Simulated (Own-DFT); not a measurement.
HfO$_{2}$ (monoclinic hafnia, atoms displaced) (calculated)

All values are calculated (Own-DFT development build). A calculation, not a measurement: plane-wave density functional theory by an unreviewed code, no spin, of a simulated periodic cell, stress positive in tension, run twice, with PBE and with PBEsol, both on files made for PBE, so the change isn't that of files made for PBEsol, hafnium file: forces about 75 meV/angstrom off all-electron values; oxygen file: force components 24 meV/angstrom off all-electron in one glass; forces on such cells passed a denser k mesh, this cell's mesh not checked; the far tail of each file's local potential was reset to the Coulomb form; each entry is a single point on an unrelaxed cell, so the pressure reflects the starting lattice, mostly measured values (interpolated for alloys), from which strain is counted, and rises with the displacements; printed positions are rounded, which can move forces by about a meV/angstrom; the program, named Own-DFT, is a retired in-house code; no spin-orbit coupling; stress was not checked against mesh or cutoff.

Settings shared by all entries: functional PBE, then PBEsol; potential files PseudoDojo norm-conserving, scalar-relativistic, standard set; wave cutoff 72 hartree; occupations Fermi-Dirac; smearing width 0.1 eV; k mesh 2 x 2 x 2 centred on Gamma.

(1) HfO$_{2}$ (monoclinic hafnia, atoms displaced)

```
HfO2
1.0
     10.2340     0.0000     0.0000
      0.0000    10.3500     0.0000
     -1.6955     0.0000    10.4453
Hf O Hf O Hf O Hf O Hf O Hf O Hf O Hf O
4 8 4 8 4 8 4 8 4 8 4 8 4 8 4 8
Direct
  0.13053 0.02313 0.10559
  0.35052 0.27013 0.14375
  0.36268 0.47086 0.39724
  0.13670 0.23123 0.34655
  0.05000 0.16649 0.17296
  0.46152 0.40900 0.07841
  0.46966 0.33796 0.33031
  0.03052 0.08064 0.42789
  0.22995 0.37345 0.24095
  0.27254 0.13434 0.02483
  0.27274 0.12110 0.26688
  0.21694 0.38186 0.49370
  0.14686 0.01493 0.60597
  0.35895 0.28100 0.64498
  0.37169 0.47976 0.88962
  0.13908 0.23077 0.85494
  0.02656 0.16450 0.67091
  0.44845 0.40078 0.58155
  0.47137 0.33739 0.82915
  0.03360 0.08863 0.92263
  0.22143 0.37969 0.74482
  0.29126 0.12573 0.50606
  0.26780 0.12489 0.75794
  0.22267 0.36706 0.98739
  0.13214 0.51184 0.11717
  0.38023 0.77673 0.14276
  0.35043 0.97223 0.38883
  0.12987 0.72827 0.36124
  0.03540 0.66874 0.16904
  0.46207 0.92347 0.07222
  0.47624 0.82856 0.32100
  0.04095 0.57641 0.41210
  0.22227 0.87786 0.23431
  0.27516 0.63228 0.02032
  0.26675 0.61968 0.26370
  0.22958 0.86463 0.48711
  0.15166 0.53153 0.59878
  0.37606 0.78310 0.65594
  0.36375 0.97401 0.89964
  0.15297 0.74446 0.85160
  0.04995 0.66645 0.68080
  0.46692 0.90984 0.58547
  0.46976 0.84247 0.81577
  0.03331 0.58810 0.91464
  0.21321 0.88272 0.73723
  0.27022 0.62690 0.50372
  0.27604 0.61004 0.76105
  0.20965 0.88503 0.98462
  0.64193 0.03134 0.09626
  0.85592 0.27426 0.15030
  0.87438 0.46991 0.39054
  0.62534 0.24138 0.35959
  0.54645 0.16195 0.18832
  0.95949 0.40604 0.07695
  0.96039 0.34656 0.32126
  0.53171 0.09529 0.42275
  0.72389 0.37912 0.23890
  0.76595 0.13129 0.02115
  0.77181 0.11564 0.27589
  0.72591 0.36339 0.49819
  0.63625 0.02066 0.60829
  0.86106 0.26277 0.64916
  0.85473 0.47053 0.88447
  0.62728 0.23769 0.84775
  0.53550 0.16714 0.68864
  0.95931 0.39838 0.57799
  0.97945 0.33788 0.82944
  0.52291 0.08459 0.91970
  0.72290 0.38663 0.72924
  0.77547 0.14091 0.50657
  0.77537 0.12021 0.75075
  0.73092 0.38511 0.99944
  0.63613 0.52419 0.11622
  0.85021 0.77400 0.15608
  0.85482 0.97732 0.39967
  0.63346 0.71927 0.34593
  0.54563 0.64814 0.17651
  0.97134 0.91909 0.07060
  0.95850 0.83350 0.34470
  0.53731 0.58692 0.43648
  0.71812 0.87283 0.23329
  0.77639 0.63100 0.01412
  0.77516 0.62543 0.26307
  0.73161 0.87878 0.49531
  0.63846 0.50943 0.58985
  0.86241 0.77291 0.64344
  0.86029 0.98762 0.89865
  0.65776 0.72182 0.85016
  0.54304 0.66914 0.67251
  0.97120 0.92409 0.56596
  0.96768 0.82728 0.83646
  0.52856 0.58480 0.91667
  0.72978 0.89214 0.75289
  0.77069 0.63319 0.50179
  0.77761 0.63462 0.76539
  0.73378 0.87480 0.97927
```

```
PBE pressure                                      : 10.37 GPa
PBE stress xx                                     : -10.44 GPa
PBE stress yy                                     : -10.89 GPa
PBE stress zz                                     : -9.77 GPa
PBE stress yz                                     : -0.54 GPa
PBE stress xz                                     : 1.26 GPa
PBE stress xy                                     : 1.06 GPa
PBEsol pressure                                   : 3.88 GPa
PBEsol stress xx                                  : -3.95 GPa
PBEsol stress yy                                  : -4.44 GPa
PBEsol stress zz                                  : -3.24 GPa
PBEsol stress yz                                  : -0.53 GPa
PBEsol stress xz                                  : 1.56 GPa
PBEsol stress xy                                  : 1.05 GPa
rms change of force components from PBE to PBEsol : 0.066 eV/Å
```

Force:
```tsv
force element	PBE force x (eV/Å)	PBE force y (eV/Å)	PBE force z (eV/Å)	PBEsol force x (eV/Å)	PBEsol force y (eV/Å)	PBEsol force z (eV/Å)
Hf	1.943	-1.836	-0.979	1.906	-1.749	-0.996
Hf	2.386	-0.4	-0.583	2.283	-0.342	-0.578
Hf	-1.86	2.737	-0.57	-1.857	2.628	-0.527
Hf	-0.711	-2.119	2.791	-0.658	-2.144	2.655
O	-3.594	2.982	0.813	-3.466	2.922	0.864
O	0.856	0.578	0.142	0.813	0.58	0.109
O	-2.607	1.879	-0.488	-2.568	1.822	-0.492
O	2.086	2.066	-1.421	2.036	1.985	-1.333
O	-0.843	0.237	0.96	-0.774	0.214	0.932
O	0.612	-1.232	-1.649	0.528	-1.18	-1.586
O	0.759	-0.189	0.016	0.668	-0.174	0.019
O	0.503	-1.952	-1.726	0.573	-1.864	-1.68
Hf	-1.968	3.318	-1.526	-1.945	3.272	-1.505
Hf	-5.257	-6.944	2.648	-5.162	-6.764	2.626
Hf	-3.634	0.304	2.186	-3.542	0.268	2.144
Hf	0.16	-0.404	-0.361	0.15	-0.416	-0.369
O	1.764	-1.309	0.341	1.712	-1.245	0.376
O	6.245	6.231	-2.887	6.093	6.105	-2.885
O	-0.898	0.406	-0.747	-0.876	0.386	-0.786
O	-0.277	0.158	0.175	-0.254	0.13	0.229
O	1.247	0.044	-1.209	1.304	0.037	-1.183
O	-1.237	0.451	0.489	-1.255	0.414	0.461
O	0.936	-1.107	0.768	0.836	-1.083	0.746
O	0.201	0.862	1.161	0.245	0.808	1.143
Hf	0.015	3.267	-3.817	0.027	3.257	-3.74
Hf	-4.164	-1.853	-0.036	-4.077	-1.757	0.006
Hf	1.64	1.532	0.439	1.535	1.505	0.449
Hf	1.322	0.371	-2.635	1.305	0.277	-2.588
O	-1.211	0.266	1.008	-1.162	0.238	1.061
O	0.689	-0.824	0.525	0.642	-0.812	0.452
O	-1.701	1.294	0.112	-1.663	1.216	0.024
O	-1.312	-0.65	0.882	-1.265	-0.629	0.905
O	1.206	-0.238	0.683	1.252	-0.207	0.684
O	0.977	0.619	-0.24	0.913	0.624	-0.225
O	1.173	-0.973	0.758	1.056	-0.986	0.753
O	-0.147	0.883	0.583	-0.089	0.885	0.554
Hf	-2.839	-1.85	2.707	-2.703	-1.762	2.629
Hf	-1.817	-4.661	-1.438	-1.724	-4.492	-1.362
Hf	-1.444	2.124	-1.429	-1.384	2.042	-1.368
Hf	-4.011	-4.182	2.014	-3.949	-4.109	1.931
O	-2.028	0.969	-2.326	-1.947	0.974	-2.221
O	1.926	2.899	-2.441	1.872	2.837	-2.385
O	-0.086	0.475	2.795	-0.143	0.466	2.655
O	-0.465	-1.167	1.09	-0.462	-1.156	1.092
O	2.086	-0.666	0.393	2.084	-0.665	0.394
O	1.719	0.959	0.768	1.566	0.897	0.735
O	1.279	1.794	-0.228	1.179	1.733	-0.222
O	2.278	-0.393	0.11	2.278	-0.376	0.072
Hf	-2.203	-1.58	2.923	-2.159	-1.478	2.849
Hf	-0.125	-0.787	-0.807	-0.149	-0.66	-0.79
Hf	-3.769	3.651	4.221	-3.673	3.529	4.145
Hf	4.131	-4.085	0.44	4.038	-4.082	0.414
O	-1.81	0.415	-2.419	-1.721	0.417	-2.32
O	1.236	0.615	0.167	1.183	0.6	0.156
O	4.114	-4.57	-1.925	4.003	-4.477	-1.93
O	-1.237	-2.093	1.372	-1.178	-2.025	1.366
O	-0.348	0.415	0.813	-0.263	0.411	0.775
O	2.163	1.586	-2.029	2.047	1.525	-1.961
O	1.006	0.996	-2.218	0.924	0.967	-2.16
O	-0.881	2.171	-1.263	-0.826	2.126	-1.212
Hf	0.885	1.245	-1.148	0.903	1.272	-1.117
Hf	1.009	-0.234	-0.829	0.994	-0.205	-0.838
Hf	3.768	2.3	2.207	3.693	2.208	2.195
Hf	1.966	-1.582	1.838	1.858	-1.607	1.722
O	-0.578	-0.559	-2.132	-0.539	-0.507	-2.02
O	1.815	3.05	-1.811	1.715	2.955	-1.828
O	-2.787	0.655	-0.189	-2.735	0.625	-0.215
O	1.541	1.363	0.563	1.516	1.302	0.601
O	-0.505	-0.962	2.346	-0.437	-0.947	2.293
O	-0.783	-1.738	0.885	-0.817	-1.689	0.887
O	-0.79	0.503	1.908	-0.828	0.478	1.839
O	-0.967	-1.867	-1.731	-0.857	-1.809	-1.676
Hf	4.186	-5.769	-4.987	4.146	-5.64	-4.891
Hf	3.798	-0.701	-2.696	3.67	-0.686	-2.613
Hf	0.399	2.382	-0.12	0.402	2.286	-0.076
Hf	2.179	1.374	3.548	2.146	1.274	3.428
O	-5.721	5.468	1.372	-5.575	5.396	1.407
O	-2.258	-0.943	1.452	-2.19	-0.868	1.347
O	0.66	-1.488	-1.964	0.631	-1.452	-1.954
O	-2.24	-0.943	-2.308	-2.154	-0.959	-2.222
O	-1.103	0.809	0.255	-0.997	0.757	0.254
O	-0.766	0.113	0.253	-0.823	0.126	0.237
O	0.98	-1.103	-0.178	0.879	-1.048	-0.2
O	-1.748	-1.102	0.462	-1.612	-1.051	0.477
Hf	0.687	2.212	1.678	0.714	2.209	1.589
Hf	1.94	0.601	1.171	1.877	0.634	1.17
Hf	2.196	-1.355	-0.893	2.138	-1.411	-0.854
Hf	-3.332	2.189	2.039	-3.227	2.11	1.966
O	-0.246	-0.863	-0.322	-0.237	-0.805	-0.251
O	-0.841	-2.27	2.952	-0.823	-2.187	2.821
O	-0.654	1.161	-1.486	-0.629	1.127	-1.501
O	1.93	1.214	0.822	1.881	1.145	0.827
O	-0.214	-1.405	-2.261	-0.154	-1.381	-2.191
O	0.438	-0.344	1.399	0.332	-0.323	1.362
O	2.576	-2.539	-2.063	2.461	-2.454	-1.985
O	-1.592	-0.359	2.072	-1.475	-0.341	2.009
```

(2) HfO$_{2}$ (monoclinic hafnia, atoms displaced)

```
HfO2
1.0
     10.2340     0.0000     0.0000
      0.0000    10.3500     0.0000
     -1.6955     0.0000    10.4453
Hf O Hf O Hf O Hf O Hf O Hf O Hf O Hf O
4 8 4 8 4 8 4 8 4 8 4 8 4 8 4 8
Direct
  0.13759 0.99972 0.10229
  0.37752 0.26987 0.14948
  0.35450 0.48675 0.38408
  0.14115 0.23103 0.36222
  0.03459 0.16951 0.17273
  0.45893 0.40986 0.06795
  0.46454 0.32802 0.30849
  0.04178 0.08757 0.41423
  0.22242 0.38642 0.24074
  0.27327 0.12771 0.00249
  0.27516 0.11309 0.26689
  0.22866 0.36764 0.48470
  0.14166 0.00454 0.60720
  0.34453 0.27321 0.65260
  0.36354 0.47969 0.89326
  0.13298 0.23024 0.85482
  0.05324 0.16581 0.67769
  0.45770 0.40729 0.56989
  0.46821 0.32386 0.82866
  0.04703 0.08334 0.92148
  0.21801 0.37129 0.74398
  0.26588 0.13516 0.51920
  0.27815 0.12753 0.76001
  0.22587 0.37386 0.98865
  0.13967 0.52247 0.10930
  0.36235 0.77527 0.15473
  0.36740 0.97109 0.41060
  0.14556 0.72682 0.36966
  0.05132 0.67652 0.17148
  0.46627 0.91288 0.06857
  0.47600 0.83275 0.32356
  0.03120 0.58915 0.40469
  0.23244 0.88867 0.23060
  0.27973 0.63244 0.01292
  0.26968 0.62807 0.25825
  0.22471 0.86721 0.48160
  0.14503 0.51998 0.60805
  0.37057 0.77681 0.64919
  0.36948 0.97467 0.90902
  0.13855 0.73828 0.85631
  0.02903 0.67198 0.67953
  0.45855 0.92763 0.58151
  0.45868 0.82877 0.83419
  0.02910 0.58280 0.91854
  0.21794 0.88132 0.73610
  0.26200 0.63159 0.51530
  0.27780 0.62853 0.74378
  0.22828 0.88133 0.99597
  0.63926 0.01225 0.10477
  0.87223 0.27244 0.15104
  0.84791 0.49633 0.38975
  0.63604 0.22893 0.35711
  0.52783 0.18191 0.17725
  0.96461 0.41427 0.07100
  0.96946 0.32942 0.32398
  0.52581 0.08343 0.41931
  0.73465 0.39158 0.24089
  0.76492 0.13541 0.01189
  0.78336 0.10827 0.25088
  0.73143 0.36134 0.48984
  0.64268 0.01854 0.60032
  0.85718 0.26941 0.65045
  0.87362 0.47692 0.89451
  0.64630 0.24221 0.85650
  0.52228 0.17506 0.66637
  0.97925 0.41797 0.58317
  0.95880 0.34368 0.83283
  0.52944 0.08684 0.92521
  0.72459 0.38508 0.75553
  0.76279 0.13963 0.51112
  0.78391 0.12908 0.76566
  0.72383 0.37955 0.98164
  0.64221 0.51308 0.10708
  0.85839 0.77944 0.15057
  0.85370 0.98877 0.39526
  0.64280 0.74231 0.34693
  0.52816 0.67741 0.16779
  0.95376 0.91725 0.07758
  0.95437 0.82757 0.32329
  0.54444 0.59473 0.40215
  0.71657 0.88733 0.24100
  0.78952 0.62781 0.02757
  0.77531 0.62413 0.27086
  0.74166 0.86839 0.48912
  0.64531 0.50376 0.59593
  0.86860 0.76786 0.64425
  0.85984 0.97129 0.90077
  0.63217 0.73847 0.84716
  0.53205 0.66227 0.66871
  0.95383 0.92655 0.56780
  0.94981 0.83237 0.81732
  0.53724 0.58691 0.91217
  0.73125 0.87462 0.73311
  0.77608 0.63734 0.50596
  0.78945 0.61797 0.76745
  0.72678 0.87158 0.99313
```

```
PBE pressure                                      : 9.4 GPa
PBE stress xx                                     : -8.47 GPa
PBE stress yy                                     : -9.18 GPa
PBE stress zz                                     : -10.55 GPa
PBE stress yz                                     : 1.64 GPa
PBE stress xz                                     : -1.45 GPa
PBE stress xy                                     : 0.13 GPa
PBEsol pressure                                   : 2.92 GPa
PBEsol stress xx                                  : -1.99 GPa
PBEsol stress yy                                  : -2.73 GPa
PBEsol stress zz                                  : -4.02 GPa
PBEsol stress yz                                  : 1.55 GPa
PBEsol stress xz                                  : -1.05 GPa
PBEsol stress xy                                  : 0.18 GPa
rms change of force components from PBE to PBEsol : 0.065 eV/Å
```

Force:
```tsv
force element	PBE force x (eV/Å)	PBE force y (eV/Å)	PBE force z (eV/Å)	PBEsol force x (eV/Å)	PBEsol force y (eV/Å)	PBEsol force z (eV/Å)
Hf	-0.754	6.635	0.465	-0.688	6.501	0.418
Hf	-8.646	-0.3	-4.387	-8.408	-0.221	-4.254
Hf	1.382	-1.762	1.25	1.296	-1.781	1.213
Hf	0.556	-1.253	-2.431	0.527	-1.285	-2.388
O	0.687	-1.064	-0.765	0.626	-0.994	-0.681
O	2.645	2.5	-0.077	2.571	2.449	-0.121
O	0.439	3.604	5.602	0.433	3.469	5.417
O	-2.483	-2.382	1.028	-2.412	-2.31	1.038
O	0.657	0.224	0.529	0.7	0.268	0.541
O	0.534	-0.232	1.478	0.466	-0.261	1.409
O	0.237	0.676	0.305	0.169	0.652	0.321
O	-0.431	2.443	1.004	-0.37	2.376	0.985
Hf	-1.434	5.095	-1.444	-1.386	5.055	-1.421
Hf	2.54	-2.325	-0.866	2.473	-2.291	-0.834
Hf	0.038	-0.699	0.472	0.043	-0.755	0.52
Hf	1.793	-0.557	1.585	1.793	-0.622	1.513
O	-3.07	0.335	-1.447	-2.967	0.34	-1.333
O	2.321	2.387	-0.714	2.261	2.35	-0.727
O	-1.482	2.259	0.467	-1.448	2.194	0.415
O	-3.352	-2.386	0.028	-3.25	-2.329	0.068
O	0.072	3.135	-0.358	0.135	3.045	-0.369
O	0.841	-1.804	-0.384	0.754	-1.751	-0.363
O	0.084	-1.716	0.854	0.015	-1.623	0.807
O	-0.299	0.599	-0.317	-0.227	0.601	-0.332
Hf	-0.669	-0.369	-1.831	-0.639	-0.31	-1.798
Hf	0.07	-1.295	-1.993	0.081	-1.239	-1.935
Hf	-1.302	3.288	-4.962	-1.254	3.196	-4.84
Hf	-2.689	0.117	-4.995	-2.621	0.02	-4.913
O	-1.652	0.772	-0.332	-1.593	0.722	-0.259
O	0.769	-0.546	2.575	0.737	-0.507	2.46
O	-2.595	2.301	1.388	-2.543	2.216	1.292
O	-1.033	-1.529	1.674	-0.998	-1.458	1.664
O	0.052	-2.463	3.3	0.12	-2.407	3.194
O	-0.376	0.347	-0.884	-0.429	0.336	-0.847
O	1.512	-0.074	1.605	1.413	-0.079	1.578
O	0.094	1.056	2.259	0.152	1.034	2.224
Hf	-1.903	-0.736	-0.157	-1.84	-0.691	-0.162
Hf	-0.933	-2.434	0.338	-0.916	-2.382	0.379
Hf	-1.305	4.976	-2.688	-1.252	4.851	-2.557
Hf	-0.923	-2.069	0.052	-0.912	-2.072	-0.009
O	2.979	-1.543	-0.581	2.897	-1.465	-0.498
O	1.484	-0.614	1.58	1.436	-0.592	1.464
O	0.647	-0.535	-1.447	0.644	-0.543	-1.478
O	3.44	2.548	0.358	3.347	2.471	0.378
O	0.768	-1.811	1.558	0.792	-1.783	1.506
O	2.528	-0.002	-1.009	2.39	0.004	-0.999
O	-0.758	-0.645	2.487	-0.796	-0.615	2.4
O	-0.686	-2.697	-1.543	-0.622	-2.603	-1.475
Hf	-0.502	3.637	-1.866	-0.444	3.575	-1.873
Hf	0.926	-0.73	-0.76	0.97	-0.68	-0.695
Hf	4.073	-2.632	2.091	3.946	-2.555	2.026
Hf	-0.829	-0.421	-1.619	-0.859	-0.459	-1.599
O	7.14	-5.692	-0.174	6.967	-5.521	-0.092
O	0.848	0.336	1.335	0.815	0.346	1.254
O	-1.599	1.763	1.098	-1.552	1.672	0.984
O	1.974	0.323	0.341	1.945	0.302	0.388
O	-1.164	-1.578	0.404	-1.082	-1.5	0.395
O	0.616	-0.736	-0.099	0.532	-0.731	-0.092
O	-1.756	2.321	0.634	-1.768	2.243	0.629
O	-0.594	2.149	0.526	-0.552	2.111	0.535
Hf	-1.536	2.014	1.621	-1.504	2.028	1.544
Hf	3.211	0.433	0.637	3.099	0.455	0.657
Hf	-4.047	3.577	2.033	-3.963	3.456	2.007
Hf	-2.296	-2.469	0.029	-2.228	-2.407	0.02
O	3.028	-2.002	-0.101	2.947	-1.937	-0.055
O	-2.062	-0.491	-0.277	-1.999	-0.458	-0.273
O	3.012	-4.697	-2.642	2.928	-4.596	-2.624
O	0.963	-0.319	0.241	0.92	-0.357	0.302
O	0.08	-0.275	-3.881	0.144	-0.298	-3.782
O	0.902	-1.699	-0.26	0.805	-1.664	-0.259
O	-0.345	-1.037	-0.746	-0.379	-0.973	-0.745
O	-0.762	0.243	2.082	-0.705	0.242	2.011
Hf	-0.602	2.283	-2.207	-0.535	2.256	-2.18
Hf	1.308	-3.29	-0.124	1.274	-3.169	-0.11
Hf	3.647	-0.894	-0.363	3.549	-0.959	-0.344
Hf	0.448	-1.709	1.137	0.439	-1.731	1.095
O	2.233	-1.841	-0.556	2.162	-1.754	-0.464
O	1.383	0.721	-0.395	1.338	0.704	-0.446
O	0.406	1.287	1.54	0.357	1.243	1.432
O	-2.009	-3.005	1.676	-1.935	-2.916	1.653
O	0.403	-1.08	-0.089	0.455	-1.069	-0.094
O	-1.4	0.226	-0.114	-1.423	0.221	-0.069
O	-0.503	1.688	-2.754	-0.539	1.639	-2.663
O	-2.926	1.072	-0.249	-2.786	1.065	-0.252
Hf	-2.465	2.129	1.037	-2.395	2.094	0.999
Hf	-1.764	0.086	-0.917	-1.733	0.131	-0.854
Hf	1.059	3.029	-1.122	1.034	2.896	-1.073
Hf	1.523	-3.234	0.835	1.446	-3.214	0.782
O	0.57	0.466	-0.48	0.525	0.518	-0.39
O	1.866	-0.047	1.742	1.822	-0.042	1.654
O	2.599	0.438	2.67	2.515	0.408	2.56
O	0.022	-0.289	0.788	0.011	-0.277	0.793
O	-2.246	1.249	0.253	-2.126	1.211	0.257
O	-0.292	-1.881	0.731	-0.323	-1.856	0.678
O	-1.644	1.125	-1.711	-1.625	1.101	-1.668
O	-1.288	-0.003	-0.606	-1.191	0.031	-0.568
```
